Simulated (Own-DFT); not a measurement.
## Calculated data, Hf₃₆O₇₁ (tetragonal hafnia with one neutral oxygen vacancy, atoms displaced)

All values are calculated (Own-DFT development build). A calculation, not a measurement: plane-wave PBE and HSE06 DFT by an unreviewed code, no spin, of a simulated cell at Gamma alone, so results move with cell size and shape, stress positive in tension, energies less offsets, not probed for a lower state with spin; hafnium file: forces about 75 meV/angstrom off all-electron values; oxygen file: force components 24 meV/angstrom off all-electron in a glass; k mesh not checked against a denser one; forces and stress are PBE's, HSE06 gives the energy alone, and its difference from PBE has offsets of its own; offsets are fitted by least squares, one for each functional and potential file, so energies compare only between cells with the same atoms and settings and are not formation energies; the far tail of each file's local potential was reset to the Coulomb form; each entry is a single point on an unrelaxed cell, so the pressure reflects the starting lattice, taken from the Materials Project, from which strain is counted, and rises with the displacements; printed positions are rounded, which can move forces by about a meV/angstrom; the program is a retired in-house code; no spin-orbit coupling.

Common to all runs: first functional PBE; second functional HSE06; exact exchange share 0.25; screening 0.11 1/bohr; exchange divergence Gygi-Baldereschi; potential files PseudoDojo norm-conserving, scalar-relativistic, made for PBE, standard set; wave cutoff 48 hartree; occupations fixed; k mesh 1 x 1 x 1 centred on Gamma.

(1) 
```cif
# cell vector a (Å): 10.7800 0.0000 0.0000
# cell vector b (Å): 0.0000 10.7800 0.0000
# cell vector c (Å): 0.0000 0.0000 10.4493
data_Hf36O71
_symmetry_space_group_name_H-M 'P 1'
_symmetry_Int_Tables_number 1
_cell_length_a 10.7800
_cell_length_b 10.7800
_cell_length_c 10.4493
_cell_angle_alpha 90.000
_cell_angle_beta 90.000
_cell_angle_gamma 90.000
_cell_volume 1214.30
loop_
_atom_site_label
_atom_site_type_symbol
_atom_site_fract_x
_atom_site_fract_y
_atom_site_fract_z
_atom_site_occupancy
Hf1 Hf 0.99599 0.99612 0.99671 1
Hf2 Hf 0.16417 0.16932 0.26101 1
O1 O 0.00962 0.16867 0.15384 1
O2 O 0.15877 0.99564 0.34614 1
O3 O 0.15712 0.99028 0.10848 1
Hf3 Hf 0.99798 0.00197 0.49708 1
Hf4 Hf 0.16852 0.15784 0.75643 1
O4 O 0.99380 0.16961 0.65459 1
O5 O 0.16772 0.99594 0.83938 1
O6 O 0.00358 0.17132 0.90223 1
O7 O 0.15836 0.00894 0.59842 1
Hf5 Hf 0.99801 0.33504 0.99630 1
Hf6 Hf 0.17789 0.50155 0.25479 1
O8 O 0.00232 0.51020 0.14329 1
O9 O 0.16889 0.33598 0.33873 1
O10 O 0.99962 0.50875 0.40121 1
O11 O 0.17944 0.34356 0.09543 1
Hf7 Hf 0.00050 0.33699 0.50939 1
Hf8 Hf 0.16495 0.49580 0.74696 1
O12 O 0.99485 0.50527 0.65852 1
O13 O 0.15788 0.33677 0.84416 1
O14 O 0.01074 0.49979 0.90322 1
O15 O 0.16329 0.32960 0.59629 1
Hf9 Hf 0.00640 0.67448 0.00602 1
Hf10 Hf 0.18481 0.84432 0.25585 1
O16 O 0.99352 0.82492 0.15413 1
O17 O 0.17476 0.67558 0.34324 1
O18 O 0.99232 0.83357 0.39476 1
O19 O 0.16261 0.67022 0.08602 1
Hf11 Hf 0.00584 0.66303 0.49369 1
Hf12 Hf 0.16569 0.84159 0.73889 1
O20 O 0.99314 0.82847 0.64044 1
O21 O 0.17970 0.64748 0.84571 1
O22 O 0.00507 0.82667 0.89987 1
O23 O 0.16495 0.67571 0.60244 1
Hf13 Hf 0.33095 0.99303 0.98246 1
Hf14 Hf 0.49630 0.17221 0.25676 1
O24 O 0.32997 0.17768 0.14609 1
O25 O 0.50050 0.00837 0.35404 1
O26 O 0.31540 0.16592 0.39473 1
O27 O 0.48653 0.00791 0.09085 1
Hf15 Hf 0.32464 0.01229 0.50534 1
Hf16 Hf 0.49649 0.15735 0.74925 1
O28 O 0.33604 0.16561 0.64540 1
O29 O 0.49942 0.99422 0.84763 1
O30 O 0.34071 0.17450 0.88776 1
O31 O 0.49971 0.00356 0.61033 1
Hf17 Hf 0.33108 0.34685 0.99232 1
Hf18 Hf 0.50213 0.50250 0.25730 1
O32 O 0.33708 0.49831 0.13828 1
O33 O 0.49739 0.32685 0.34878 1
O34 O 0.32424 0.50196 0.39901 1
O35 O 0.50968 0.31899 0.10231 1
Hf19 Hf 0.33120 0.32927 0.49072 1
Hf20 Hf 0.49245 0.50718 0.74669 1
O36 O 0.32924 0.47583 0.65513 1
O37 O 0.50042 0.34137 0.84566 1
O38 O 0.34136 0.50686 0.89314 1
O39 O 0.50253 0.33467 0.60201 1
Hf21 Hf 0.32707 0.65525 0.00299 1
Hf22 Hf 0.50413 0.83750 0.25198 1
O40 O 0.34146 0.83963 0.14719 1
O41 O 0.50436 0.67688 0.36138 1
O42 O 0.34509 0.82722 0.39272 1
O43 O 0.49663 0.66482 0.10130 1
Hf23 Hf 0.33293 0.66759 0.50462 1
Hf24 Hf 0.48776 0.82836 0.75488 1
O44 O 0.31754 0.83123 0.64785 1
O45 O 0.50470 0.66533 0.83474 1
O46 O 0.32855 0.81840 0.92398 1
O47 O 0.49515 0.65604 0.59381 1
Hf25 Hf 0.66758 0.99644 0.99491 1
Hf26 Hf 0.82901 0.15082 0.26140 1
O48 O 0.68488 0.16047 0.15354 1
O49 O 0.82874 0.00598 0.35033 1
O50 O 0.67038 0.16649 0.39959 1
O51 O 0.82827 0.99631 0.09218 1
Hf27 Hf 0.67739 0.00234 0.50912 1
Hf28 Hf 0.83609 0.15943 0.75070 1
O52 O 0.66864 0.17976 0.63407 1
O53 O 0.83542 0.01525 0.85591 1
O54 O 0.66525 0.16409 0.90458 1
O55 O 0.85282 0.99503 0.59153 1
Hf29 Hf 0.65579 0.32991 0.99493 1
Hf30 Hf 0.83455 0.48849 0.24939 1
O56 O 0.65200 0.49536 0.15822 1
O57 O 0.82299 0.33530 0.34981 1
O58 O 0.67658 0.48574 0.41196 1
O59 O 0.82363 0.33197 0.10984 1
Hf31 Hf 0.66378 0.33259 0.50601 1
Hf32 Hf 0.82620 0.49398 0.74412 1
O60 O 0.66623 0.49175 0.66609 1
O61 O 0.82692 0.32426 0.86793 1
O62 O 0.67279 0.49254 0.90162 1
O63 O 0.82750 0.33006 0.60536 1
Hf33 Hf 0.67194 0.68467 0.00444 1
Hf34 Hf 0.83518 0.83447 0.25956 1
O64 O 0.65806 0.85077 0.14316 1
O65 O 0.83652 0.66779 0.35288 1
O66 O 0.68032 0.85183 0.38605 1
O67 O 0.84480 0.66197 0.10444 1
Hf35 Hf 0.65169 0.66430 0.50428 1
Hf36 Hf 0.83307 0.83134 0.75570 1
O68 O 0.67620 0.83697 0.66040 1
O69 O 0.83994 0.66250 0.84210 1
O70 O 0.65996 0.83188 0.91891 1
O71 O 0.84458 0.66680 0.60039 1
_calc_PBE_energy_of_cell_above_offsets '-86.109'  # eV
_calc_HSE06_less_PBE_above_offsets '0.682'  # eV
_calc_PBE_pressure 4.94  # GPa
_calc_PBE_stress_xx -2.94  # GPa
_calc_PBE_stress_yy -7.69  # GPa
_calc_PBE_stress_zz -4.18  # GPa
_calc_PBE_stress_yz 1.35  # GPa
_calc_PBE_stress_xz 0.68  # GPa
_calc_PBE_stress_xy -0.2  # GPa
```

Force:
| element | x (eV/Å) | y (eV/Å) | z (eV/Å) |
| --- | --- | --- | --- |
| Hf | 0.097 | 0.47 | 2.514 |
| Hf | 0.003 | -0.64 | -3.646 |
| O | -1.362 | -0.11 | 0.66 |
| O | 0.552 | 1.732 | 2.453 |
| O | 1.161 | 0.019 | -2.291 |
| Hf | 1.94 | -0.36 | -2.37 |
| Hf | -0.943 | 3.918 | -0.986 |
| O | 1.54 | 0.036 | -0.266 |
| O | 0.571 | 0.104 | 1.747 |
| O | 0.914 | -2.167 | -0.438 |
| O | 1.165 | -0.418 | 0.505 |
| Hf | -0.935 | 1.648 | 1.652 |
| Hf | -2.338 | 0.431 | -2.684 |
| O | 0.576 | -1.459 | 2.161 |
| O | -0.342 | 0.678 | 1.824 |
| O | 0.759 | -2.943 | -0.45 |
| O | -2.172 | 0.257 | -0.281 |
| Hf | -1.685 | -0.26 | -0.659 |
| Hf | -1.752 | 0.203 | 0.561 |
| O | 1.28 | -0.974 | -1.437 |
| O | 1.274 | -1.806 | 0.265 |
| O | -0.762 | -0.065 | 0.043 |
| O | 0.519 | -0.33 | -0.821 |
| Hf | -2.323 | -2.925 | -0.517 |
| Hf | -1.522 | -1.813 | -2.949 |
| O | 1.245 | 0.888 | -0.329 |
| O | -0.068 | -1.104 | 0.64 |
| O | 0.32 | 0.751 | 0.879 |
| O | 3.093 | 0.013 | 2.325 |
| Hf | -2.13 | 2.297 | 0.785 |
| Hf | -4.446 | -4.196 | 0.881 |
| O | 1.648 | 1.016 | 1.956 |
| O | -0.125 | 3.53 | -0.201 |
| O | -0.076 | 2.513 | -1.277 |
| O | 1.114 | -0.995 | -1.047 |
| Hf | 0.51 | 1.687 | 4.429 |
| Hf | 0.885 | -1.927 | -4.132 |
| O | -0.36 | -0.662 | 1.281 |
| O | -0.759 | -0.731 | 0.265 |
| O | 1.196 | -0.454 | 1.135 |
| O | 1.175 | 0.101 | -0.414 |
| Hf | 1.879 | -0.863 | -0.983 |
| Hf | 1.361 | 2.87 | 0.168 |
| O | -0.974 | -0.568 | -0.669 |
| O | -0.821 | -1.157 | 0.055 |
| O | -0.935 | -1.483 | -0.009 |
| O | -0.248 | -0.892 | -1.035 |
| Hf | 1.233 | -2.275 | 1.052 |
| Hf | 0.342 | 0.007 | -1.67 |
| O | 0.631 | 0.336 | 1.776 |
| O | -0.932 | 2.251 | 1.448 |
| O | 0.917 | 0.058 | 0.508 |
| O | -2.565 | 0.365 | 0.388 |
| Hf | 0.393 | 1.185 | 2.207 |
| Hf | 0.759 | -4.048 | 0.811 |
| O | 0.334 | 1.322 | -1.552 |
| O | -0.021 | -1.126 | -0.108 |
| O | 0.455 | -1.164 | -0.129 |
| O | -1.736 | -0.193 | -1.248 |
| Hf | 0.032 | -0.311 | 0.805 |
| Hf | -0.746 | 1.375 | -0.802 |
| O | -0.423 | -0.06 | 1.27 |
| O | 1.08 | -1.835 | -0.457 |
| O | -1.018 | 1.498 | 1.856 |
| O | 1.053 | 0.474 | -0.02 |
| Hf | -2.552 | 0.402 | -1.976 |
| Hf | 0.955 | 1.105 | -0.591 |
| O | 4.095 | 0.575 | -0.337 |
| O | 0.257 | 1.963 | 1.258 |
| O | 0.7 | 2.421 | -4.117 |
| O | -0.667 | 0.61 | 1.833 |
| Hf | -1.219 | 3.329 | 3.155 |
| Hf | 0.848 | 6.633 | -3.401 |
| O | -3.494 | -0.816 | -0.102 |
| O | 1.471 | -3.323 | 2.477 |
| O | -0.284 | -0.52 | 0.535 |
| O | 2.131 | -0.374 | 0.387 |
| Hf | -1.125 | 1.061 | -1.495 |
| Hf | -1.098 | 4.6 | -0.146 |
| O | 0.025 | -3.086 | 2.839 |
| O | -0.18 | -4.224 | -0.217 |
| O | -1.335 | -0.903 | -1.594 |
| O | -4.831 | 0.512 | 2.377 |
| Hf | 2.722 | 0.754 | 0.36 |
| Hf | 0.292 | 0.898 | -1.586 |
| O | 1.426 | 0.758 | 0.728 |
| O | 1.777 | -1.752 | 1.097 |
| O | -1.741 | 4.611 | -0.539 |
| O | 1.459 | 1.37 | -0.889 |
| Hf | 0.874 | -2.071 | 0.024 |
| Hf | 1.467 | -0.189 | 3.01 |
| O | -1.868 | 1.322 | -2.552 |
| O | 1.335 | -0.114 | -2.394 |
| O | -0.229 | 2.43 | 0.713 |
| O | 1.819 | 0.96 | -0.177 |
| Hf | 0.729 | -6.463 | 2.752 |
| Hf | 0.914 | -1.852 | -1.136 |
| O | 0.939 | -1.494 | 0.953 |
| O | -1.197 | -0.449 | -0.494 |
| O | -1.842 | -1.831 | 2.549 |
| O | -3.755 | 0.84 | -0.821 |
| Hf | 5.383 | -0.293 | -1.916 |
| Hf | 2.803 | -2.039 | -0.788 |
| O | -2.825 | -0.159 | -0.63 |
| O | -1.197 | 1.561 | 0.684 |
| O | 0.344 | 1.713 | -4.795 |
| O | -2.827 | -0.2 | -0.465 |

(2) 
```cif
# cell vector a (Å): 10.7800 0.0000 0.0000
# cell vector b (Å): 0.0000 10.7800 0.0000
# cell vector c (Å): 0.0000 0.0000 10.4493
data_Hf36O71
_symmetry_space_group_name_H-M 'P 1'
_symmetry_Int_Tables_number 1
_cell_length_a 10.7800
_cell_length_b 10.7800
_cell_length_c 10.4493
_cell_angle_alpha 90.000
_cell_angle_beta 90.000
_cell_angle_gamma 90.000
_cell_volume 1214.30
loop_
_atom_site_label
_atom_site_type_symbol
_atom_site_fract_x
_atom_site_fract_y
_atom_site_fract_z
_atom_site_occupancy
Hf1 Hf 0.00322 0.99388 0.99700 1
Hf2 Hf 0.17301 0.16494 0.25743 1
O1 O 0.99764 0.17733 0.15157 1
O2 O 0.16967 0.99530 0.34516 1
O3 O 0.99446 0.16838 0.40411 1
O4 O 0.16475 0.00206 0.10412 1
Hf3 Hf 0.99091 0.99762 0.49979 1
Hf4 Hf 0.16391 0.16769 0.74301 1
O5 O 0.00088 0.16929 0.65273 1
O6 O 0.17010 0.00237 0.84887 1
O7 O 0.00040 0.16910 0.90110 1
O8 O 0.15729 0.99759 0.59974 1
Hf5 Hf 0.00511 0.33166 0.00086 1
Hf6 Hf 0.17058 0.50136 0.25009 1
O9 O 0.00654 0.50177 0.16036 1
O10 O 0.16970 0.33108 0.34585 1
O11 O 0.99986 0.49430 0.40090 1
O12 O 0.17864 0.33686 0.09038 1
Hf7 Hf 0.98930 0.33638 0.49529 1
Hf8 Hf 0.16991 0.49862 0.75317 1
O13 O 0.00048 0.50686 0.65309 1
O14 O 0.17064 0.32454 0.85023 1
O15 O 0.00346 0.49718 0.90880 1
O16 O 0.16437 0.33245 0.60205 1
Hf9 Hf 0.00291 0.65943 0.00479 1
Hf10 Hf 0.16259 0.83567 0.25398 1
O17 O 0.00272 0.82597 0.14734 1
O18 O 0.16856 0.66802 0.34167 1
O19 O 0.00462 0.83562 0.40494 1
O20 O 0.16875 0.66385 0.09944 1
Hf11 Hf 0.99808 0.66315 0.50170 1
Hf12 Hf 0.16640 0.83378 0.75483 1
O21 O 0.00228 0.83206 0.64469 1
O22 O 0.15923 0.66938 0.85035 1
O23 O 0.99405 0.83899 0.89349 1
O24 O 0.16484 0.66163 0.60263 1
Hf13 Hf 0.33981 0.00368 0.00234 1
Hf14 Hf 0.49981 0.16745 0.24933 1
O25 O 0.32705 0.15928 0.14851 1
O26 O 0.50951 0.99877 0.34479 1
O27 O 0.32801 0.16760 0.40193 1
O28 O 0.50293 0.00179 0.09186 1
Hf15 Hf 0.32763 0.00037 0.50286 1
Hf16 Hf 0.51045 0.16707 0.73897 1
O29 O 0.32756 0.16506 0.65228 1
O30 O 0.49624 0.99859 0.85089 1
O31 O 0.33190 0.16034 0.90080 1
O32 O 0.49936 0.00083 0.59540 1
Hf17 Hf 0.34277 0.34188 0.00097 1
Hf18 Hf 0.49601 0.50072 0.24641 1
O33 O 0.33290 0.49894 0.15731 1
O34 O 0.50224 0.33115 0.34113 1
O35 O 0.33777 0.49955 0.40294 1
Hf19 Hf 0.33292 0.34317 0.49960 1
Hf20 Hf 0.50804 0.50051 0.75502 1
O36 O 0.33819 0.49516 0.65240 1
O37 O 0.50155 0.33205 0.84668 1
O38 O 0.32828 0.49683 0.91264 1
O39 O 0.50227 0.33290 0.60199 1
Hf21 Hf 0.34082 0.66865 0.00774 1
Hf22 Hf 0.50372 0.82646 0.24831 1
O40 O 0.32813 0.83325 0.15948 1
O41 O 0.49235 0.67062 0.34525 1
O42 O 0.32793 0.83968 0.40231 1
O43 O 0.50160 0.65994 0.09737 1
Hf23 Hf 0.33296 0.66580 0.50689 1
Hf24 Hf 0.50159 0.82609 0.75426 1
O44 O 0.34285 0.82711 0.65596 1
O45 O 0.49813 0.65863 0.84832 1
O46 O 0.33146 0.83666 0.89865 1
O47 O 0.50014 0.67108 0.59873 1
Hf25 Hf 0.66777 0.00336 0.00729 1
Hf26 Hf 0.83294 0.16615 0.24764 1
O48 O 0.66083 0.15693 0.15563 1
O49 O 0.83753 0.00836 0.35631 1
O50 O 0.66833 0.17150 0.39692 1
O51 O 0.83235 0.00737 0.09728 1
Hf27 Hf 0.66503 0.99783 0.50028 1
Hf28 Hf 0.83212 0.17051 0.75037 1
O52 O 0.66988 0.16136 0.65670 1
O53 O 0.82640 0.98988 0.84695 1
O54 O 0.66007 0.16947 0.90161 1
O55 O 0.83402 0.00654 0.59923 1
Hf29 Hf 0.67193 0.34256 0.99342 1
Hf30 Hf 0.82867 0.50291 0.24909 1
O56 O 0.66681 0.49896 0.14497 1
O57 O 0.83442 0.33456 0.34480 1
O58 O 0.66570 0.50494 0.39968 1
O59 O 0.83168 0.32830 0.09284 1
Hf31 Hf 0.66572 0.33057 0.50543 1
Hf32 Hf 0.83791 0.50702 0.74796 1
O60 O 0.67234 0.50682 0.65655 1
O61 O 0.83332 0.32937 0.84715 1
O62 O 0.67071 0.50026 0.89912 1
O63 O 0.83399 0.32837 0.60281 1
Hf33 Hf 0.66948 0.67112 0.00229 1
Hf34 Hf 0.83423 0.83764 0.24839 1
O64 O 0.66807 0.83779 0.15137 1
O65 O 0.83815 0.66294 0.35400 1
O66 O 0.67257 0.83816 0.40428 1
O67 O 0.82869 0.67000 0.10138 1
Hf35 Hf 0.66747 0.66257 0.49984 1
Hf36 Hf 0.83508 0.83582 0.75153 1
O68 O 0.66239 0.83792 0.65069 1
O69 O 0.83286 0.66909 0.85396 1
O70 O 0.66912 0.83484 0.90076 1
O71 O 0.82989 0.66961 0.59669 1
_calc_PBE_pressure ?
```

**Q.** Give the missing PBE pressure for Hf₃₆O₇₁ (tetragonal hafnia with one neutral oxygen vacancy, atoms displaced) (entry 2).
**A.** 1.72 GPa

**Q.** Give the table of force values for Hf₃₆O₇₁ (tetragonal hafnia with one neutral oxygen vacancy, atoms displaced) (entry 2).
**A.** 
Force:
| element | x (eV/Å) | y (eV/Å) | z (eV/Å) |
| --- | --- | --- | --- |
| Hf | 0.898 | 1.814 | 0.077 |
| Hf | -1.015 | -0.398 | -1.222 |
| O | 0.861 | -0.12 | 0.59 |
| O | -0.324 | 1.569 | 1.033 |
| O | 0.446 | 0.081 | -0.06 |
| O | -0.694 | -0.525 | -0.769 |
| Hf | 1.063 | 0.963 | 0.453 |
| Hf | 0.673 | -0.397 | 1.292 |
| O | -1.275 | -0.04 | -0.188 |
| O | -0.904 | -0.913 | -0.054 |
| O | -0.593 | -1.151 | 0.265 |
| O | 1.358 | -0.181 | -0.401 |
| Hf | 0.748 | -1.77 | 0.593 |
| Hf | -0.753 | -0.594 | 0.341 |
| O | -1.788 | 0.221 | -0.969 |
| O | 0.171 | 1.124 | 0.385 |
| O | 0.15 | 1.386 | 0.36 |
| O | -1.321 | 0.334 | 0.756 |
| Hf | 1.81 | -1.844 | 0.422 |
| Hf | -0.126 | -0.828 | 0.189 |
| O | -0.203 | -0.171 | 0.096 |
| O | -0.404 | 2.021 | -0.642 |
| O | -0.317 | 0.315 | -0.751 |
| O | 0.037 | 1.007 | -0.999 |
| Hf | 0.461 | 1.142 | -0.237 |
| Hf | 0.759 | -0.013 | -0.484 |
| O | -1.353 | 0.409 | 0.177 |
| O | -0.105 | -0.777 | 1.333 |
| O | -0.641 | -1.014 | -0.966 |
| O | 0.385 | -0.273 | -0.627 |
| Hf | 0.389 | 0.675 | -0.201 |
| Hf | 0.278 | 1.032 | -0.455 |
| O | -0.765 | -0.436 | 0.788 |
| O | 0.055 | -0.769 | 0.044 |
| O | 0.596 | -1.384 | 0.573 |
| O | 0.833 | -0.067 | -0.608 |
| Hf | -1.329 | 0.819 | -1.232 |
| Hf | -0.658 | -1.128 | -0.139 |
| O | 1.876 | 0.528 | 0.747 |
| O | -0.272 | -0.312 | -0.185 |
| O | 0.467 | 0.001 | 0.226 |
| O | -0.418 | -0.607 | 1.22 |
| Hf | -0.255 | 0.441 | 0.245 |
| Hf | -3.618 | -1.453 | 2.811 |
| O | 1.595 | -0.004 | -0.606 |
| O | 0.641 | -0.181 | -1.153 |
| O | 0.622 | 1.573 | 0.72 |
| O | -0.104 | 0.659 | -0.087 |
| Hf | -0.317 | -3.651 | -0.031 |
| Hf | 1.072 | -0.841 | 0.407 |
| O | 0.916 | 0.13 | -0.621 |
| O | -0.221 | 1.089 | 0.24 |
| O | -0.018 | 0.886 | -0.153 |
| Hf | -1.236 | -2.355 | 0.814 |
| Hf | -0.49 | -1.167 | -0.67 |
| O | -0.116 | 0.395 | 0.458 |
| O | -0.056 | 0.821 | 0.155 |
| O | 0.024 | 2.262 | -1.402 |
| O | 0.42 | -0.114 | -0.705 |
| Hf | -2.292 | 0.935 | -1.16 |
| Hf | -1.479 | 2.431 | 0.548 |
| O | 1.775 | -0.647 | -0.822 |
| O | 0.485 | -0.675 | 0.481 |
| O | 0.399 | -1.321 | 0.954 |
| O | 0.635 | 0.755 | 0.638 |
| Hf | -0.286 | 1.533 | -0.587 |
| Hf | 0.168 | 1.987 | 0.238 |
| O | -2.017 | 0.091 | -0.509 |
| O | -0.099 | 0.914 | 0.946 |
| O | 0.277 | -1.688 | 1.154 |
| O | 0.573 | -0.949 | -0.273 |
| Hf | -0.584 | 0.607 | -2.137 |
| Hf | 0.484 | 0.647 | -0.135 |
| O | 0.75 | 0.665 | -0.437 |
| O | -0.306 | -1.774 | -1.333 |
| O | -0.175 | 0.075 | 1.532 |
| O | 1.238 | -0.764 | 0.847 |
| Hf | -0.285 | 0.49 | -0.046 |
| Hf | 1.866 | -1.446 | 0.779 |
| O | 0.492 | 0.65 | -1.881 |
| O | 0.161 | 2.663 | 0.329 |
| O | 0.583 | -0.162 | 0.208 |
| O | -0.679 | -0.579 | 0.297 |
| Hf | -0.684 | -1.603 | 0.7 |
| Hf | 0.822 | -0.692 | 0.08 |
| O | -0.221 | -0.195 | 0.575 |
| O | -0.307 | 0.671 | 0.3 |
| O | -0.111 | -1.198 | 0.202 |
| O | -0.008 | 0.675 | 0.308 |
| Hf | 0.425 | -0.109 | -1.625 |
| Hf | 0 | -0.49 | 1.212 |
| O | -0.584 | -0.33 | -0.826 |
| O | -0.149 | 1.838 | -0.192 |
| O | -0.126 | 1.142 | -0.262 |
| O | -1.124 | 0.561 | -0.354 |
| Hf | 0.434 | -0.067 | -1.132 |
| Hf | 0.499 | -0.089 | 0.846 |
| O | 0.15 | -0.55 | 0.026 |
| O | -0.172 | 0.98 | -0.82 |
| O | 0.256 | -1.785 | -0.745 |
| O | 0.758 | -0.306 | 0.34 |
| Hf | -0.201 | 1.532 | 0.315 |
| Hf | -0.105 | -0.344 | -0.751 |
| O | 0.846 | -0.129 | 0.186 |
| O | 0.219 | -0.676 | -0.43 |
| O | -0.683 | -1.079 | 0.781 |
| O | 0.466 | -0.403 | 0.438 |

Further results for Hf₃₆O₇₁ (tetragonal hafnia with one neutral oxygen vacancy, atoms displaced) (entry 2):

* PBE energy of cell above offsets: -98.114 eV
* HSE06 less PBE above offsets: 0.032 eV
* PBE stress xx: -2.2 GPa
* PBE stress yy: -1.02 GPa
* PBE stress zz: -1.92 GPa
* PBE stress yz: -0.34 GPa
* PBE stress xz: 0.04 GPa
* PBE stress xy: 0.02 GPa
